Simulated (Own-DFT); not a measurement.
# Response to strain: wurtzite GaN, 72 atoms (Ga36N36)

No measurement is shown. These are fixed-geometry runs of a retired plane-wave code named Own-DFT, which no person has reviewed; spin and spin-orbit coupling are neglected.

Common settings: PBE; PseudoDojo norm-conserving scalar-relativistic files; cutoff 42 hartree; 4 x 4 x 3 k mesh centred on Gamma; Fermi-Dirac smearing of 0.1 eV.

Known weak points: forces not confirmed at this smearing and k mesh; stress not checked against mesh or cutoff.

Unstrained cell vectors in Å: (9.567, 0.000, 0.000); (-4.783, 8.285, 0.000); (0.000, 0.000, 10.370). The unstrained cell has measured lattice constants (interpolated for alloys), not those of this functional. That, the random moves and any unrelaxed bonds set the pressure at no strain. Each run strains this cell uniformly, with the atoms carried along. Each atom got a random Gaussian move of width 0.05 Å along each axis. Strains are tensor components in per cent; tension counts as positive stress, and P is minus the mean normal stress.

| run | e_xx (%) | e_yy (%) | e_zz (%) | e_yz (%) | e_xz (%) | e_xy (%) | s_xx (GPa) | s_yy (GPa) | s_zz (GPa) | s_yz (GPa) | s_xz (GPa) | s_xy (GPa) | P (GPa) | E (meV/atom) |
|---|---|---|---|---|---|---|---|---|---|---|---|---|---|---|
| 1 | -1.57 | 1.88 | 1.46 | 0.98 | 1.52 | 1.67 | -9.95 | -2.17 | -1.23 | 0.89 | 3.09 | 5.81 | 4.45 | 20.6 |
| 2 | 1.34 | 0.85 | 0.83 | 0.55 | -0.03 | 0.86 | -1.99 | -1.59 | -1.94 | 1.22 | -0.94 | 2.98 | 1.84 | 0.0 |
| 3 | -0.53 | -0.60 | 0.82 | 1.22 | 0.52 | -0.48 | -10.84 | -8.87 | -4.56 | 2.40 | 0.17 | -0.85 | 8.09 | 5.1 |
| 4 | 1.03 | 1.67 | 0.49 | -1.49 | 1.83 | -0.99 | -1.27 | -0.56 | -3.38 | -3.03 | 3.45 | -2.97 | 1.74 | 9.8 |
| 5 | -1.78 | -0.32 | -0.46 | -1.42 | 1.63 | 1.84 | -17.20 | -11.80 | -12.72 | -3.01 | 4.82 | 5.72 | 13.91 | 52.1 |
| 6 | -1.32 | 0.14 | 1.55 | -1.73 | -0.01 | -0.81 | -15.80 | -5.68 | -2.34 | -3.08 | -0.26 | -1.91 | 7.94 | 36.2 |
| 7 | 0.46 | -1.67 | 1.70 | 1.05 | -1.82 | 1.65 | -7.53 | -11.98 | -1.09 | 2.24 | -3.58 | 6.12 | 6.87 | 21.1 |
| 8 | -0.78 | 1.39 | -0.08 | -1.99 | -0.55 | -1.95 | -8.47 | -2.06 | -9.75 | -4.22 | 0.01 | -5.97 | 6.76 | 20.3 |
| 9 | 1.17 | 1.62 | 0.38 | -0.77 | 0.90 | 0.47 | -0.67 | 0.17 | -5.43 | -2.07 | 2.12 | 1.45 | 1.97 | 6.8 |
| 10 | 1.25 | -0.10 | -0.43 | 1.19 | 0.24 | -1.73 | -4.28 | -5.67 | -8.87 | 2.36 | 0.44 | -4.95 | 6.27 | 14.0 |
| 11 | 0.73 | 1.92 | -1.26 | 1.00 | 1.47 | -1.50 | -3.75 | -0.28 | -11.33 | 1.65 | 2.70 | -4.86 | 5.12 | 18.4 |
| 12 | 0.35 | 1.81 | 0.25 | -1.29 | -1.03 | 1.17 | -4.51 | -0.83 | -4.52 | -1.82 | -1.65 | 3.12 | 3.29 | 10.6 |
| 13 | 1.84 | -0.46 | 1.08 | 1.63 | 1.66 | 0.41 | -1.41 | -4.75 | -3.25 | 3.07 | 4.16 | 2.87 | 3.14 | 10.1 |
| 14 | 1.82 | -1.60 | 0.68 | -0.44 | -1.40 | -1.30 | -1.40 | -10.83 | -5.58 | -0.53 | -2.37 | -3.12 | 5.94 | 20.0 |
| 15 | 0.07 | -1.74 | -0.64 | -1.23 | -0.54 | 0.01 | -8.45 | -17.15 | -11.31 | -1.66 | -1.93 | -0.88 | 12.30 | 23.7 |
| 16 | -1.71 | 1.67 | 1.36 | -1.13 | -0.62 | 1.13 | -12.09 | -1.58 | -2.50 | -2.31 | -1.17 | 3.43 | 5.39 | 16.3 |
| 17 | -1.37 | 1.40 | -0.36 | 1.21 | -1.75 | -0.95 | ? | ? | ? | ? | ? | ? | ? | ? |

E is the free energy for each atom above the lowest run shown.

## Analysis

Least squares on the runs shown: each stress against a constant and the strains, taken as fractions with shears doubled. Shear strains stay in the fit of a normal stress only where such slopes are resolved. The slopes, in GPa:

| stress | at no strain | per e_xx | per e_yy | per e_zz | scatter |
|---|---|---|---|---|---|
| s_xx | -8.1 | 413 ± 28 | 127 ± 26 | 29 ± 41 | 1.35 |
| s_yy | -7.7 | 130 ± 25 | 386 ± 23 | 121 ± 35 | 1.17 |
| s_zz | -8.2 | 83 ± 19 | 72 ± 18 | 443 ± 28 | 0.92 |

The slope of each shear stress on twice its own strain, from a fit on all six strains: yz 92 ± 4, xz 106 ± 11, xy 148 ± 4 GPa. These are stiffnesses along x, y and z of the frame in which the cell vectors are given, with the crystal's c axis along z: C11, C12, C13 and C33. Hexagonal symmetry asks that xx and yy behave alike, which is a second check on the noise. No internal relaxation is included, and where it is allowed it would reduce some of the slopes. The table should be nearly symmetric about its diagonal, and what it lacks of that shows the noise. A ninth of the table's sum, 201 ± 5 GPa, estimates the bulk modulus near the mean pressure of these runs, 5.9 GPa, so it lies above the value at zero pressure.

## Check

Q: what normal stresses and pressure should run 17 give?

The fitted form gives s_xx = -12.1, s_yy = -4.5, s_zz = -9.9 and P = 8.8 GPa. The calculation gave -11.69, -4.00, -9.22 and P = 8.30 GPa.
